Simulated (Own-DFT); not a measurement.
GaN (wurtzite, strained, atoms displaced) (calculated)

Computed with Own-DFT development build. A calculation, not a measurement: plane-wave PBE density functional theory by an unreviewed code, no spin, of a simulated periodic cell, stress positive in tension, free energy of the whole cell less one offset for each atom, forces on such cells passed a denser k mesh, this cell's mesh not checked; offsets are fitted by least squares, one for each functional and potential file, so energies compare only between cells with the same atoms and settings and are not formation energies; the far tail of each file's local potential was reset to the Coulomb form; each entry is a single point on an unrelaxed cell, so the pressure reflects the starting lattice, mostly measured values (interpolated for alloys), from which strain is counted, and rises with the displacements; printed positions are rounded, which can move forces by about a meV/angstrom; the program, named Own-DFT, is a retired in-house code; no spin-orbit coupling.

```yaml
- formula: GaN
  kind: "wurtzite, strained, atoms displaced"
  structure:
    cell_angstrom: [[12.756, 0.0, 0.0], [-4.7835, 8.2853, 0.0], [0.0, 0.0, 10.6552]]
    atoms_fractional:
      - [Ga, 0.08879, 0.2372, 0.00185]
      - [Ga, 0.16747, 0.11103, 0.25588]
      - ["N", 0.08418, 0.21306, 0.18647]
      - ["N", 0.17296, 0.12226, 0.43569]
      - [Ga, 0.08424, 0.21136, 0.50505]
      - [Ga, 0.16867, 0.11876, 0.75106]
      - ["N", 0.09, 0.22306, 0.68914]
      - ["N", 0.16923, 0.11784, 0.94467]
      - [Ga, 0.08195, 0.55292, 0.00032]
      - [Ga, 0.15609, 0.44546, 0.24108]
      - ["N", 0.09041, 0.56906, 0.18788]
      - ["N", 0.16443, 0.44659, 0.44321]
      - [Ga, 0.08532, 0.57105, 0.49249]
      - [Ga, 0.16412, 0.43773, 0.75103]
      - ["N", 0.08362, 0.55244, 0.68331]
      - ["N", 0.175, 0.45267, 0.94439]
      - [Ga, 0.07853, 0.8855, 7.0e-05]
      - [Ga, 0.16783, 0.77919, 0.25296]
      - ["N", 0.08577, 0.8984, 0.19132]
      - ["N", 0.16762, 0.78206, 0.44865]
      - [Ga, 0.07747, 0.89363, 0.49398]
      - [Ga, 0.17057, 0.78078, 0.7547]
      - ["N", 0.07804, 0.87888, 0.69004]
      - ["N", 0.16737, 0.77333, 0.94308]
      - [Ga, 0.33661, 0.22478, 0.00558]
      - [Ga, 0.4132, 0.10737, 0.25373]
      - ["N", 0.3381, 0.22465, 0.18613]
      - ["N", 0.41794, 0.10906, 0.43443]
      - [Ga, 0.32417, 0.21638, 0.49076]
      - [Ga, 0.42071, 0.10543, 0.74949]
      - ["N", 0.34157, 0.22536, 0.6834]
      - ["N", 0.42431, 0.10907, 0.94487]
      - [Ga, 0.32384, 0.5413, 0.99626]
      - [Ga, 0.42381, 0.44099, 0.24981]
      - ["N", 0.33407, 0.55979, 0.1836]
      - ["N", 0.41543, 0.4407, 0.43425]
      - [Ga, 0.33775, 0.55241, 0.50137]
      - [Ga, 0.41941, 0.4455, 0.75527]
      - ["N", 0.32881, 0.55876, 0.69349]
      - ["N", 0.414, 0.44157, 0.93954]
      - [Ga, 0.34737, 0.90311, 0.00196]
      - [Ga, 0.41398, 0.77263, 0.25269]
      - ["N", 0.33324, 0.88755, 0.18286]
      - ["N", 0.42253, 0.78784, 0.42768]
      - [Ga, 0.33592, 0.89456, 0.50301]
      - [Ga, 0.41472, 0.78508, 0.75317]
      - ["N", 0.33963, 0.90123, 0.69288]
      - ["N", 0.40905, 0.77926, 0.94191]
      - [Ga, 0.57952, 0.21915, 0.00305]
      - [Ga, 0.66632, 0.10825, 0.2551]
      - ["N", 0.5805, 0.21472, 0.19041]
      - ["N", 0.66048, 0.10942, 0.44837]
      - [Ga, 0.59221, 0.22592, 0.49327]
      - [Ga, 0.66093, 0.10239, 0.74837]
      - ["N", 0.58181, 0.22833, 0.69157]
      - ["N", 0.66322, 0.11885, 0.93495]
      - [Ga, 0.58461, 0.56158, 0.00401]
      - [Ga, 0.66029, 0.44426, 0.24622]
      - ["N", 0.58768, 0.55912, 0.17904]
      - ["N", 0.659, 0.43354, 0.44368]
      - [Ga, 0.58021, 0.54895, 0.50023]
      - [Ga, 0.67123, 0.44093, 0.74285]
      - ["N", 0.57891, 0.55023, 0.6811]
      - ["N", 0.65908, 0.44686, 0.94028]
      - [Ga, 0.59485, 0.9081, 0.99975]
      - [Ga, 0.67488, 0.78661, 0.25053]
      - ["N", 0.58174, 0.88855, 0.19329]
      - ["N", 0.66936, 0.78546, 0.43684]
      - [Ga, 0.58544, 0.9016, 0.49361]
      - [Ga, 0.66653, 0.77458, 0.76015]
      - ["N", 0.58128, 0.88883, 0.68735]
      - ["N", 0.66744, 0.774, 0.93552]
      - [Ga, 0.83321, 0.22291, 0.00341]
      - [Ga, 0.91498, 0.11231, 0.24904]
      - ["N", 0.83406, 0.22146, 0.19]
      - ["N", 0.90806, 0.10472, 0.44661]
      - [Ga, 0.83711, 0.22162, 0.50013]
      - [Ga, 0.91642, 0.12219, 0.73676]
      - ["N", 0.84323, 0.23029, 0.69435]
      - ["N", 0.92235, 0.10468, 0.94227]
      - [Ga, 0.83149, 0.55207, 0.99594]
      - [Ga, 0.91355, 0.44212, 0.24821]
      - ["N", 0.84183, 0.56157, 0.19693]
      - ["N", 0.91651, 0.44262, 0.42563]
      - [Ga, 0.83369, 0.55152, 0.50204]
      - [Ga, 0.91296, 0.43321, 0.75324]
      - ["N", 0.83409, 0.56076, 0.69475]
      - ["N", 0.92439, 0.44743, 0.93465]
      - [Ga, 0.83096, 0.87736, 0.99889]
      - [Ga, 0.91385, 0.78242, 0.25577]
      - ["N", 0.82675, 0.89537, 0.18772]
      - ["N", 0.91841, 0.77646, 0.43778]
      - [Ga, 0.83866, 0.89438, 0.49688]
      - [Ga, 0.91818, 0.78068, 0.7546]
      - ["N", 0.8357, 0.88649, 0.68103]
      - ["N", 0.91635, 0.77665, 0.94056]
  settings:
    functional: PBE
    potential_files: "PseudoDojo norm-conserving, scalar-relativistic, standard set with the stringent files for Ga"
    "wave_cutoff [hartree]": 96.0
    occupations: Gaussian
    "smearing_width [eV]": 0.01
    k_mesh: "3 x 4 x 3 centred on Gamma"
  results:
    "free_energy_of_cell_above_offsets [eV]": "-2.711"
    "pressure [GPa]": 2.81
    "stress_xx [GPa]": -5.01
    "stress_yy [GPa]": -6.89
    "stress_zz [GPa]": 3.49
    "stress_yz [GPa]": -0.3
    "stress_xz [GPa]": -0.4
    "stress_xy [GPa]": 0.43
    force_element: [Ga, Ga, "N", "N", Ga, Ga, "N", "N", Ga, Ga, "N", "N", Ga, Ga, "N", "N", Ga, Ga, "N", "N", Ga, Ga, "N", "N", Ga, Ga, "N", "N", Ga, Ga, "N", "N", Ga, Ga, "N", "N", Ga, Ga, "N", "N", Ga, Ga, "N", "N", Ga, Ga, "N", "N", Ga, Ga, "N", "N", Ga, Ga, "N", "N", Ga, Ga, "N", "N", Ga, Ga, "N", "N", Ga, Ga, "N", "N", Ga, Ga, "N", "N", Ga, Ga, "N", "N", Ga, Ga, "N", "N", Ga, Ga, "N", "N", Ga, Ga, "N", "N", Ga, Ga, "N", "N", Ga, Ga, "N", "N"]
    "force_x [eV/angstrom]": [0.289, 0.41, -1.424, -2.064, -1.668, 1.937, -1.421, 0.2, 0.812, 2.853, -1.706, 0.302, 0.816, -0.363, -0.479, -3.716, 1.415, 0.02, -0.182, -0.346, 1.871, -0.463, 0.493, -0.359, 0.068, 0.51, -0.416, -0.479, 3.865, -1.239, -1.168, -2.264, 3.212, -1.831, 0.264, 0.33, -1.48, -0.491, 1.29, 0.691, -2.008, -0.271, -0.22, -0.568, 0.429, 0.719, -0.571, 2.779, 0.59, -0.439, 0.267, 2.865, -3.052, -0.048, 1.806, 1.736, -0.83, 1.744, -0.336, 0.822, -0.341, -1.871, 0.693, 1.784, -1.125, -2.375, 0.694, 0.215, 0.588, -0.016, 0.495, -0.693, 0.749, 0.952, -0.582, 2.002, -1.271, 3.161, -3.22, -1.523, -0.164, 0.821, -1.978, -0.239, -0.291, 0.409, 1.083, -1.484, -0.186, 0.654, 2.557, -1.054, -0.99, -0.225, -0.737, 0.007]
    "force_y [eV/angstrom]": [-2.262, 0.785, 1.255, -2.515, 2.483, -1.411, -0.358, -0.474, 1.45, -0.567, -1.548, -0.494, -2.921, 1.525, 0.219, -1.848, 0.986, 1.34, -1.334, 1.912, -0.178, -0.789, 1.687, 1.107, -0.757, -0.566, -0.387, 0.588, 1.511, 2.608, -0.543, 1.357, 3.545, 1.06, -1.478, 0.084, 0.763, -0.237, 0.034, 0.448, -2.334, 0.264, 0.301, -0.974, -0.373, -1.054, -2.251, -0.605, 1.751, 0.072, 0.875, 1.714, -0.866, 1.338, -1.333, 0.287, -0.865, -0.404, 0.478, 2.621, 1.11, 0.916, 0.903, -0.457, -2.5, -1.4, 0.382, -0.877, -3.294, -0.113, -0.439, 1.116, -0.445, 0.202, 0.201, 1.358, 1.102, -2.911, -1.307, 0.756, -0.121, 0.571, -0.233, -0.091, 0.036, 3.518, -0.843, -1.038, 1.711, 0.122, -0.137, -0.236, -2.375, 0.165, 0.669, -0.743]
    "force_z [eV/angstrom]": [0.095, -1.481, 0.556, -0.468, -0.385, 0.885, -0.581, -0.818, 0.305, 1.738, -0.605, -0.875, 1.556, -0.202, 0.663, -2.057, 0.425, -0.111, 0.089, -1.761, 1.72, -0.011, -0.603, -0.501, -0.783, -0.589, 0.863, 0.571, 2.232, 1.103, 0.21, -1.77, 1.842, -0.394, 0.357, -0.165, -0.011, -0.668, -0.559, -0.12, 0.887, -1.501, 1.299, 2.315, -0.011, 0.641, -1.421, -0.932, 0.608, -0.12, 0.071, -1.921, 1.996, 0.051, -1.19, -0.098, -1.144, 0.47, 1.868, -1.542, 0.073, 1.309, 1.233, -0.502, 0.673, 0.899, -0.96, -0.084, 1.358, -2.842, -0.14, 0.993, -0.75, 0.283, -0.258, -1.686, 0.445, 2.288, -2.252, -0.775, 0.726, -0.331, -1.518, 2.113, -0.001, -0.12, -1.06, 0.772, 0.416, -1.007, -0.661, -0.158, 1.039, -0.264, 1.036, -0.308]
```
